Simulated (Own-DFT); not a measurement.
Simulation results for Al2GaN3 (wurtzite random alloy, atoms displaced), AlGa3N4 (wurtzite random alloy, strained, atoms displaced), Al3GaN4 (wurtzite random alloy, strained, atoms displaced)

Computed with Own-DFT development build. A calculation, not a measurement: plane-wave PBE density functional theory by an unreviewed code, no spin, of a simulated periodic cell, stress positive in tension, free energy of the whole cell less one offset for each atom, forces on such cells passed a denser k mesh, this cell's mesh not checked; offsets are fitted by least squares, one for each functional and potential file, so energies compare only between cells with the same atoms and settings and are not formation energies; the far tail of each file's local potential was reset to the Coulomb form; each entry is a single point on an unrelaxed cell, so the pressure reflects the starting lattice, mostly measured values, from which strain is counted, and rises with the displacements; printed positions are rounded, which can move forces by about a meV/angstrom; the program is a retired in-house code; no spin-orbit coupling.

Common to all runs: functional PBE; k mesh 4 x 4 x 3 centred on Gamma.

(1) Al2GaN3 (wurtzite random alloy, atoms displaced)

```
cell vectors (Å)
   9.4130     0.0000     0.0000
  -4.7065     8.1519     0.0000
   0.0000     0.0000    10.0993
atoms (fractions of the cell vectors)
Al  0.09405  0.22590  0.99553
Ga  0.23922  0.10840  0.25488
N   0.12335  0.23328  0.18753
N   0.22001  0.13090  0.43941
Al  0.11329  0.23477  0.50473
Ga  0.20527  0.10378  0.76694
N   0.10022  0.22157  0.69236
N   0.23342  0.10223  0.94845
Al  0.08998  0.54304  0.99801
Ga  0.23697  0.45306  0.24637
N   0.11226  0.54969  0.17473
N   0.20535  0.43762  0.45009
Al  0.13113  0.56960  0.51504
Al  0.20929  0.42959  0.75167
N   0.10101  0.54341  0.69910
N   0.22354  0.43878  0.92635
Al  0.11234  0.89215  0.01716
Al  0.22338  0.78763  0.24912
N   0.09226  0.88179  0.19085
N   0.21084  0.78815  0.44489
Al  0.12435  0.88593  0.50288
Al  0.22072  0.76910  0.75891
N   0.13133  0.89714  0.69290
N   0.21311  0.76793  0.95403
Ga  0.45171  0.22211  0.99278
Al  0.56658  0.13085  0.24811
N   0.45234  0.22082  0.17903
N   0.54476  0.09811  0.43054
Al  0.43496  0.23320  0.51479
Ga  0.55642  0.11720  0.75288
N   0.43738  0.20669  0.68221
N   0.57410  0.12297  0.93994
Al  0.43865  0.54662  0.00702
Al  0.55801  0.43937  0.24483
N   0.43437  0.55221  0.19052
N   0.55637  0.44520  0.42571
Al  0.42859  0.54116  0.49316
Al  0.55398  0.44538  0.73943
N   0.44794  0.53504  0.69106
N   0.54456  0.44456  0.93920
Al  0.43733  0.86815  0.01280
Ga  0.56739  0.77208  0.24934
N   0.44847  0.88600  0.19692
N   0.55884  0.77348  0.43478
Ga  0.43359  0.89539  0.50911
Ga  0.56324  0.77875  0.75515
N   0.43355  0.87127  0.68077
N   0.55913  0.78027  0.93589
Al  0.77249  0.22325  0.99815
Al  0.88638  0.10602  0.24541
N   0.77901  0.23009  0.19711
N   0.89114  0.10627  0.43274
Al  0.77112  0.20881  0.51833
Al  0.88861  0.11630  0.75161
N   0.77288  0.22054  0.69105
N   0.88022  0.10580  0.94041
Al  0.76589  0.55018  0.00532
Al  0.89327  0.43873  0.25618
N   0.77544  0.55463  0.18541
N   0.88228  0.44890  0.44629
Al  0.77622  0.55906  0.50080
Ga  0.90193  0.45031  0.74608
N   0.77699  0.57468  0.68565
N   0.88261  0.45589  0.93534
Ga  0.76930  0.89106  0.99345
Ga  0.88576  0.75267  0.25482
N   0.76495  0.87581  0.19726
N   0.88750  0.76775  0.44298
Al  0.75987  0.87061  0.49674
Ga  0.86597  0.77979  0.76732
N   0.78962  0.89108  0.69413
N   0.89451  0.77502  0.93771
```

* potential files: PseudoDojo norm-conserving, scalar-relativistic, standard set
* wave cutoff: 42 hartree
* occupations: Fermi-Dirac
* smearing width: 0.05 eV
* free energy of cell above offsets: -3.459 eV
* pressure: 10.56 GPa
* stress xx: -10.96 GPa
* stress yy: -7.54 GPa
* stress zz: -13.18 GPa
* stress yz: 0.7 GPa
* stress xz: 0.28 GPa
* stress xy: -1.57 GPa

Force:
```tsv
element	x (eV/Å)	y (eV/Å)	z (eV/Å)
Al	3.133	0.034	1.672
Ga	-2.574	0.754	-0.484
N	-1.143	-2.211	-0.999
N	1.803	-1.532	1.297
Al	-1.212	-3.857	-0.565
Ga	1.312	-0.031	-1.731
N	0.344	-0.473	-0.247
N	-3.149	0.048	0.496
Al	1.889	1.232	-0.659
Ga	-4.8	-2.541	1.724
N	-1.283	0.92	3.103
N	1.116	3.017	-0.961
Al	-3.175	-0.721	-1.582
Al	1.845	1.924	-1.095
N	5.053	3.432	-1.787
N	-1.33	0.278	2.79
Al	-0.018	-1.057	-3.284
Al	0.682	-1.47	-0.19
N	3.202	1.15	1.296
N	5.743	-4.595	-3.356
Al	-7.745	3.956	2.974
Al	-0.887	1.126	0.637
N	-0.711	-1.833	-0.584
N	0.901	0.717	-1.121
Ga	-0.144	0.357	0.126
Al	0.565	-3.003	0.964
N	-0.165	0.938	1.404
N	-0.079	3.078	1.525
Al	1.106	-0.846	-4.925
Ga	-0.202	-1.847	0.035
N	-0.832	2.328	3.27
N	-1.862	-3.234	-0.223
Al	-0.842	0.388	-1.661
Al	-0.789	0.055	-0.223
N	5.158	1.065	-1.725
N	-0.753	-0.415	2.009
Al	1.725	1.666	0.744
Al	3.598	-2.041	2.28
N	-5.562	2.252	-2.292
N	1.555	0.797	-0.657
Al	-0.862	1.361	-0.689
Ga	-4.536	-1.048	1.507
N	-1.309	0.911	-0.664
N	-2.5	-2.139	1.829
Ga	1.559	-0.543	-3.787
Ga	-0.977	-1.123	-2.522
N	0.572	0.09	4.753
N	-2.16	-2.12	1.877
Al	1.91	1.873	1.487
Al	0.655	0.378	0.921
N	1.299	-1.03	-2.228
N	-1.012	-0.042	1.951
Al	-0.182	0.728	-5.505
Al	-0.541	-1.317	-0.399
N	1.428	-0.08	1.548
N	-0.246	2.376	-0.776
Al	0.06	0.959	-1.789
Al	0.104	1.384	0.597
N	0.43	-3.549	-0.333
N	1.87	-0.918	0.118
Al	0.016	-0.74	0.161
Ga	-6.346	-1.406	0.92
N	0.545	-2.981	0.169
N	0.26	-2.275	0.806
Ga	2.552	-1.226	2.7
Ga	-2.197	3.059	1.633
N	4.688	3.608	-2.851
N	-0.103	1.891	0.454
Al	3.252	2.326	0.41
Ga	5.259	-1.66	-2.209
N	-4.563	3.249	-2.613
N	-0.396	0.202	4.537
```

(2) AlGa3N4 (wurtzite random alloy, strained, atoms displaced)

```
cell vectors (Å)
   9.5092     0.0000     0.0000
  -4.7546     8.2353     0.0000
   0.0000     0.0000    10.3712
atoms (fractions of the cell vectors)
Al  0.10751  0.23119  0.99448
Al  0.22187  0.10476  0.25298
N   0.10542  0.21498  0.18815
N   0.22146  0.11270  0.44010
Ga  0.11198  0.22003  0.49952
Al  0.21772  0.10845  0.75117
N   0.11689  0.21585  0.69356
N   0.22506  0.11517  0.94356
Ga  0.11188  0.55855  0.00148
Ga  0.21251  0.43317  0.25627
N   0.09777  0.55022  0.18192
N   0.23262  0.44783  0.43330
Ga  0.10082  0.55809  0.50125
Ga  0.21967  0.43978  0.74771
N   0.10787  0.54928  0.69748
N   0.21441  0.43780  0.94021
Ga  0.11707  0.88657  0.00208
Ga  0.21689  0.77294  0.24924
N   0.11621  0.89626  0.18866
N   0.22554  0.78654  0.43802
Ga  0.10680  0.89001  0.50312
Ga  0.22244  0.77429  0.74550
N   0.10556  0.88520  0.67475
N   0.23075  0.78466  0.93725
Al  0.44820  0.22162  0.00306
Ga  0.55947  0.11905  0.25299
N   0.43053  0.21362  0.19211
N   0.54852  0.10833  0.44410
Ga  0.44505  0.21764  0.50226
Ga  0.56031  0.11247  0.75040
N   0.44023  0.22010  0.68574
N   0.56175  0.11978  0.94537
Ga  0.44948  0.55629  0.00131
Ga  0.55530  0.44709  0.24517
N   0.44745  0.55714  0.19141
N   0.54914  0.44453  0.43367
Al  0.45516  0.55826  0.50267
Ga  0.55034  0.43299  0.75019
N   0.45023  0.55418  0.69172
N   0.54845  0.44460  0.93896
Ga  0.44593  0.89510  0.99899
Ga  0.55566  0.76938  0.25176
N   0.44354  0.88551  0.18654
N   0.55683  0.77705  0.43462
Ga  0.44399  0.89154  0.50047
Al  0.55952  0.77748  0.74780
N   0.44808  0.88200  0.68466
N   0.55197  0.77643  0.93084
Ga  0.77580  0.23536  0.00352
Al  0.88652  0.11430  0.25725
N   0.77197  0.22125  0.19984
N   0.90194  0.12063  0.44160
Ga  0.77491  0.22027  0.50534
Ga  0.87710  0.09963  0.74325
N   0.78329  0.22169  0.68344
N   0.89288  0.11566  0.93555
Ga  0.78161  0.55273  0.99985
Ga  0.88016  0.45306  0.25989
N   0.77313  0.55691  0.18789
N   0.87676  0.43015  0.44060
Al  0.79007  0.56767  0.49997
Ga  0.88606  0.43921  0.74318
N   0.78548  0.55785  0.68242
N   0.88545  0.43759  0.92856
Ga  0.77025  0.88480  0.99262
Al  0.89600  0.78323  0.24036
N   0.79095  0.90280  0.18114
N   0.89840  0.79116  0.43713
Ga  0.77268  0.88563  0.49587
Ga  0.88899  0.78336  0.75512
N   0.78392  0.89717  0.68939
N   0.89331  0.77746  0.94356
```

* potential files: PseudoDojo norm-conserving, scalar-relativistic, standard set with the stringent files for Ga
* wave cutoff: 96 hartree
* occupations: Gaussian
* smearing width: 0.01 eV
* free energy of cell above offsets: -10.248 eV
* pressure: 4.63 GPa
* stress xx: -5.07 GPa
* stress yy: -5.31 GPa
* stress zz: -3.51 GPa
* stress yz: -0.27 GPa
* stress xz: -0.37 GPa
* stress xy: 0.1 GPa

Force:
```tsv
element	x (eV/Å)	y (eV/Å)	z (eV/Å)
Al	1.003	-2.281	1.355
Al	-1.448	1.041	0.174
N	-0.062	-0.094	-0.15
N	0.757	-0.406	-1.089
Ga	1.056	1.323	0.898
Al	1.049	-0.566	0.593
N	-1.248	0.249	-0.827
N	0.093	0.201	-1.155
Ga	0.175	-0.392	-1.203
Ga	0.215	0.497	-1.806
N	0.368	0.166	1.751
N	-0.761	0.676	2.573
Ga	1.959	-0.208	-0.048
Ga	0.763	-0.168	0.702
N	0.166	0.58	-1.77
N	0.578	1.671	-0.317
Ga	-0.703	1.401	-0.121
Ga	0.72	0.443	-0.15
N	-0.344	-1.329	0.359
N	-0.467	-1.412	0.022
Ga	0.981	1.091	-2.246
Ga	-0.345	0.562	0.358
N	0.688	0.792	4.469
N	-0.575	-0.96	-0.685
Al	-1.68	0.132	0.229
Ga	-1.278	-1.763	0.192
N	1.263	1.08	-1.115
N	1.471	0.28	-0.776
Ga	-1.443	1.191	-0.663
Ga	-0.527	-0.361	0.127
N	0.22	-1.31	1.124
N	-1.085	-0.376	-1.203
Ga	-1.84	0.118	0.167
Ga	-0.555	-1.278	0.976
N	-1.024	-0.773	-1.115
N	1.887	0.735	1.071
Al	-1.223	-0.454	-0.282
Ga	0.422	1.402	0.07
N	-0.496	0.949	-1.127
N	2.108	-1.253	0.186
Ga	1.001	-0.294	0.626
Ga	-0.092	1.899	-1.045
N	0.051	0.223	0.559
N	-0.387	-0.482	1.271
Ga	0.439	-0.837	-0.417
Al	-0.116	-0.571	-0.006
N	0.033	0.484	0.988
N	-0.071	0.098	-0.237
Ga	2.194	-1.83	0.951
Al	0.73	0.031	-1.144
N	1.352	1.08	-0.931
N	-2.309	-1.525	-0.872
Ga	0.218	-1.273	-1.363
Ga	1.514	3.453	2.091
N	-1.053	-0.36	1.012
N	-0.869	-0.251	-0.052
Ga	-0.689	-0.04	-0.631
Ga	1.287	-1.302	-1.289
N	0.486	1.327	-0.06
N	-0.535	2.953	0.589
Al	-1.405	-0.945	-0.451
Ga	-0.208	0.431	0.662
N	-1.074	0.08	0.059
N	-0.136	1.829	0.79
Ga	0.639	1.479	0.88
Al	-0.983	0.614	0.596
N	-0.274	-1.278	1.389
N	-0.851	-2.568	-1.654
Ga	0.707	1.164	0.28
Ga	0.841	-0.847	-0.469
N	-1.003	-3.711	-1.053
N	-0.273	-0.227	-0.616
```

(3) AlGa3N4 (wurtzite random alloy, strained, atoms displaced)

```
cell vectors (Å)
   9.5092     0.0000     0.0000
  -4.7546     8.2353     0.0000
   0.0000     0.0000    10.4482
atoms (fractions of the cell vectors)
Ga  0.11312  0.22765  0.98911
Ga  0.22542  0.11967  0.25756
N   0.11190  0.22252  0.19304
N   0.22524  0.11354  0.43398
Ga  0.10681  0.21516  0.50287
Ga  0.21636  0.11621  0.74700
N   0.10353  0.22079  0.68705
N   0.23639  0.11675  0.93863
Ga  0.11846  0.56842  0.99375
Ga  0.23250  0.44914  0.25599
N   0.11363  0.55934  0.18735
N   0.22464  0.45038  0.43445
Ga  0.11336  0.55537  0.50183
Ga  0.23034  0.44767  0.74268
N   0.11285  0.56104  0.68931
N   0.23451  0.44352  0.92994
Al  0.11404  0.88707  0.00164
Ga  0.21421  0.77967  0.25630
N   0.11635  0.88483  0.18635
N   0.22820  0.78563  0.42868
Ga  0.10200  0.88725  0.49773
Ga  0.22471  0.78150  0.74799
N   0.11030  0.89320  0.69605
N   0.21446  0.77299  0.93951
Al  0.45236  0.22781  0.99794
Ga  0.55145  0.11226  0.25523
N   0.44251  0.22883  0.18307
N   0.55537  0.10144  0.43472
Ga  0.44945  0.22696  0.50083
Ga  0.54874  0.10643  0.74339
N   0.44195  0.21512  0.68655
N   0.55029  0.11116  0.94551
Al  0.44055  0.55290  0.99937
Ga  0.55652  0.45940  0.25880
N   0.44466  0.54897  0.18511
N   0.56694  0.45587  0.44544
Ga  0.44446  0.56090  0.49830
Ga  0.55760  0.43683  0.75271
N   0.45095  0.55880  0.69258
N   0.55719  0.44120  0.94231
Ga  0.43965  0.88826  0.00145
Ga  0.55921  0.77960  0.25582
N   0.44148  0.89583  0.18782
N   0.55500  0.78085  0.43618
Al  0.44517  0.89494  0.49381
Ga  0.55100  0.77384  0.75265
N   0.44034  0.89173  0.69300
N   0.55409  0.78749  0.93973
Ga  0.77891  0.22521  0.99671
Ga  0.88960  0.11633  0.24744
N   0.77390  0.22370  0.20306
N   0.88000  0.11052  0.42921
Al  0.78462  0.22237  0.49617
Al  0.89044  0.11333  0.74615
N   0.77453  0.22463  0.68435
N   0.89414  0.11991  0.94492
Al  0.77255  0.54988  0.00368
Ga  0.88772  0.44121  0.24923
N   0.78607  0.55353  0.19457
N   0.88704  0.45191  0.44126
Ga  0.77754  0.55422  0.51092
Ga  0.88623  0.44620  0.75165
N   0.77684  0.55177  0.69373
N   0.88444  0.45270  0.93745
Al  0.77709  0.88582  0.00622
Al  0.89482  0.78426  0.25564
N   0.78034  0.88859  0.19204
N   0.89473  0.79054  0.43040
Ga  0.77675  0.88336  0.50078
Ga  0.89061  0.78506  0.75540
N   0.77412  0.88189  0.68057
N   0.88798  0.78654  0.94809
```

- potential files: PseudoDojo norm-conserving, scalar-relativistic, standard set with the stringent files for Ga
- wave cutoff: 96 hartree
- occupations: Gaussian
- smearing width: 0.01 eV
- free energy of cell above offsets: -10.159 eV
- pressure: 3.61 GPa
- stress xx: -5.82 GPa
- stress yy: -3.99 GPa
- stress zz: -1.01 GPa
- stress yz: 0.21 GPa
- stress xz: -0.26 GPa
- stress xy: 0.35 GPa

Force:
```tsv
element	x (eV/Å)	y (eV/Å)	z (eV/Å)
Ga	1.49	-0.484	2.017
Ga	0.479	-0.776	-2.664
N	-0.269	0.649	-1.012
N	-0.053	0.157	2.244
Ga	-0.552	0.556	-1.509
Ga	1.434	-0.39	1.322
N	-0.172	0.316	-0.055
N	-1.006	-1.009	-0.263
Ga	0.099	-3.243	1.587
Ga	-1.734	-0.553	-1.887
N	0.583	-0.622	-0.192
N	0.37	-0.954	1.781
Ga	-0.91	0.766	-0.484
Ga	-0.978	0.101	0.719
N	0.324	-0.646	-0.209
N	-1.264	1.099	0.256
Al	-0.649	1.012	0.318
Ga	1.754	-0.632	-2.249
N	-2.7	1.19	-0.416
N	-0.009	-0.301	3.765
Ga	1.891	0.587	0.734
Ga	-0.801	-0.173	0.811
N	-0.064	-0.363	-1.507
N	-0.041	2.605	-1.219
Al	-0.759	-0.611	1.142
Ga	-0.619	0.348	-1.518
N	0.56	0.334	0.775
N	0.007	1.929	1.867
Ga	0.299	-0.51	-0.503
Ga	0.963	0.802	1.795
N	-1.104	1.002	-0.305
N	0.545	0.482	-1.368
Al	1.097	0.617	0.039
Ga	2.554	-1.821	-0.824
N	-0.875	1.949	-0.786
N	-1.4	-0.893	-0.377
Ga	0.388	-0.106	0.881
Ga	-0.647	0.322	0.439
N	0.241	-0.83	-1.186
N	-0.458	1.109	-0.112
Ga	-0.335	0.594	0.711
Ga	-1.017	0.406	-1.778
N	0.858	-1.218	0.388
N	-0.569	0.145	1.206
Al	-0.019	-1.23	0.768
Ga	0.047	1.174	0.241
N	1.146	-1.063	-2.279
N	1.806	-1.61	0.42
Ga	-0.788	0.167	1.154
Ga	0.361	-0.343	-0.419
N	0.266	-0.491	-2.186
N	1.141	0.07	2.173
Al	-1.465	0.522	0.028
Al	-1.46	-0.596	0.664
N	1.315	-0.791	-0.279
N	-0.43	-2.002	-1.947
Al	-0.064	1.307	0.824
Ga	0.842	0.87	0.713
N	-2.138	1.793	-1.146
N	1.206	-1.377	0.302
Ga	0.64	1.122	-0.802
Ga	0.985	-0.39	0.124
N	-0.47	1.388	-0.095
N	0.87	-0.387	0.259
Al	-0.945	1.054	0.174
Al	0.492	-0.678	-2.188
N	0.351	-0.378	-0.759
N	-0.353	-1.631	0.952
Ga	-0.757	1.001	-1.007
Ga	-0.063	-0.952	0.643
N	-0.321	1.612	1.759
N	0.852	-1.097	-0.469
```

(4) Al3GaN4 (wurtzite random alloy, strained, atoms displaced)

```
cell vectors (Å)
   9.2059     0.0000     0.0000
  -4.6029     7.9725     0.0000
   0.0000     0.0000    10.0655
atoms (fractions of the cell vectors)
Ga  0.11265  0.22367  0.99486
Ga  0.22341  0.10955  0.25414
N   0.10820  0.22041  0.18762
N   0.20690  0.10696  0.43820
Al  0.11734  0.22377  0.49814
Al  0.20785  0.09902  0.74934
N   0.11590  0.22312  0.68742
N   0.22574  0.11689  0.94639
Al  0.09767  0.55166  0.99776
Ga  0.22224  0.43986  0.24663
N   0.10889  0.54521  0.19872
N   0.22021  0.44159  0.44656
Al  0.10382  0.54401  0.50355
Ga  0.22193  0.45154  0.74603
N   0.11464  0.55848  0.69425
N   0.22050  0.44411  0.93334
Al  0.10797  0.89163  0.98968
Al  0.22484  0.78499  0.24069
N   0.12182  0.88122  0.19267
N   0.22092  0.77978  0.43654
Ga  0.11622  0.88988  0.49884
Al  0.21926  0.77469  0.76153
N   0.11185  0.88557  0.69866
N   0.22444  0.77410  0.94713
Al  0.44287  0.21745  0.99143
Al  0.55998  0.11489  0.24795
N   0.44326  0.22282  0.19365
N   0.54876  0.10693  0.44442
Ga  0.44823  0.22415  0.49567
Al  0.56094  0.11733  0.74447
N   0.44759  0.22287  0.68710
N   0.56340  0.12192  0.93719
Al  0.44870  0.55119  0.99264
Ga  0.55650  0.44319  0.24307
N   0.43551  0.54542  0.19277
N   0.55949  0.45890  0.43747
Al  0.43537  0.55673  0.50802
Al  0.54690  0.43410  0.74790
N   0.44152  0.54894  0.70091
N   0.55040  0.43896  0.93695
Al  0.44141  0.89352  0.00620
Al  0.54362  0.76794  0.24286
N   0.44794  0.89156  0.18157
N   0.56046  0.77193  0.44005
Al  0.45543  0.90673  0.49739
Al  0.55572  0.77302  0.74322
N   0.43840  0.88760  0.68466
N   0.56114  0.77787  0.94379
Al  0.77422  0.21871  0.99920
Al  0.89014  0.10830  0.24468
N   0.78073  0.22820  0.18812
N   0.89348  0.11235  0.44816
Al  0.78509  0.22216  0.49237
Ga  0.89204  0.10555  0.76556
N   0.77546  0.22362  0.69547
N   0.87985  0.10383  0.93600
Al  0.77471  0.54527  0.99850
Al  0.88778  0.43574  0.24968
N   0.76659  0.55398  0.18924
N   0.88205  0.43303  0.42800
Al  0.77259  0.55553  0.49243
Al  0.88556  0.43606  0.74215
N   0.76839  0.54901  0.68407
N   0.89135  0.44736  0.94759
Al  0.76980  0.88384  0.00263
Ga  0.89289  0.77426  0.24816
N   0.79094  0.90381  0.19239
N   0.89392  0.77356  0.43992
Al  0.78205  0.88955  0.50567
Al  0.88779  0.78265  0.75347
N   0.78258  0.89894  0.69104
N   0.88906  0.76855  0.94502
```

- potential files: PseudoDojo norm-conserving, scalar-relativistic, standard set with the stringent files for Ga
- wave cutoff: 96 hartree
- occupations: Gaussian
- smearing width: 0.01 eV
- free energy of cell above offsets: -19.056 eV
- pressure: 16.59 GPa
- stress xx: -20 GPa
- stress yy: -21.39 GPa
- stress zz: -8.39 GPa
- stress yz: -0.45 GPa
- stress xz: 0.06 GPa
- stress xy: -0.02 GPa

Force:
```tsv
element	x (eV/Å)	y (eV/Å)	z (eV/Å)
Ga	-1.215	0.449	1.244
Ga	-0.721	-0.51	-1.043
N	0.016	-1.034	-0.168
N	2.233	0.975	0.502
Al	-1.733	0.01	1.316
Al	1.733	2.592	0.308
N	-0.122	-0.699	-0.036
N	0.532	-2.142	-2.29
Al	3.574	0.541	1.918
Ga	-0.725	-0.573	1.761
N	-1.787	2.386	-2.266
N	-0.061	0.249	-0.108
Al	-0.456	2.014	-1.06
Ga	0.634	-2.202	1.129
N	-2.887	0.435	-1.466
N	-0.384	1.326	1.537
Al	1.217	-0.427	2.221
Al	3.338	-3.495	2.637
N	-4.06	2.24	-3.113
N	2.423	-1.159	-0.426
Ga	-0.325	-0.729	1.046
Al	0.878	0.555	-1.241
N	-0.654	-0.803	0.045
N	-0.956	0.633	-0.643
Al	0.134	1.041	1.776
Al	-0.407	-0.357	0.404
N	1.475	-1.445	-1.898
N	2.466	2.874	-2.938
Ga	-1.954	1.343	0.479
Al	-0.792	-1.578	0.655
N	-1.351	-1.535	0.695
N	-0.672	-2.055	-0.355
Al	-1.915	0.355	0.979
Ga	-1.635	-0.237	2.121
N	1.106	2.323	-2.726
N	-1.083	-1.455	0.417
Al	1.506	0.029	-0.513
Al	0.881	0.973	0.353
N	1.175	1.623	-2.129
N	1.202	-0.123	-0.192
Al	1.531	-0.066	-2.503
Al	1.661	0.944	1.345
N	0.04	0.311	2.141
N	-1.321	1.418	-0.192
Al	-0.277	-5.813	0.984
Al	-0.791	1.209	1.13
N	0.861	0.108	1.133
N	-1.946	-0.477	-1.076
Al	0.783	0.972	0.359
Al	-0.403	2.393	2.082
N	0.125	-2.305	-0.525
N	0.012	-0.582	-1.814
Al	-1.188	-0.686	1.722
Ga	-0.568	2.238	-4.618
N	1.329	-0.677	-1.994
N	0	0.055	4.643
Al	-1.243	0.704	0.613
Al	-0.664	2.231	-0.699
N	3.82	0.029	-1.782
N	-0.263	1.407	2.321
Al	1.265	-0.327	0.998
Al	-0.787	2.214	1.36
N	0.848	0.958	0.575
N	-1.177	-2.193	-2.284
Al	1.957	0.477	0.798
Ga	-0.23	0.824	0.447
N	-1.506	-3.773	-1.527
N	-1.615	0.421	0.507
Al	0.264	-0.281	-1.257
Al	0.204	-1.95	-0.368
N	0.13	-3.009	-0.476
N	-1.477	0.822	-0.973
```
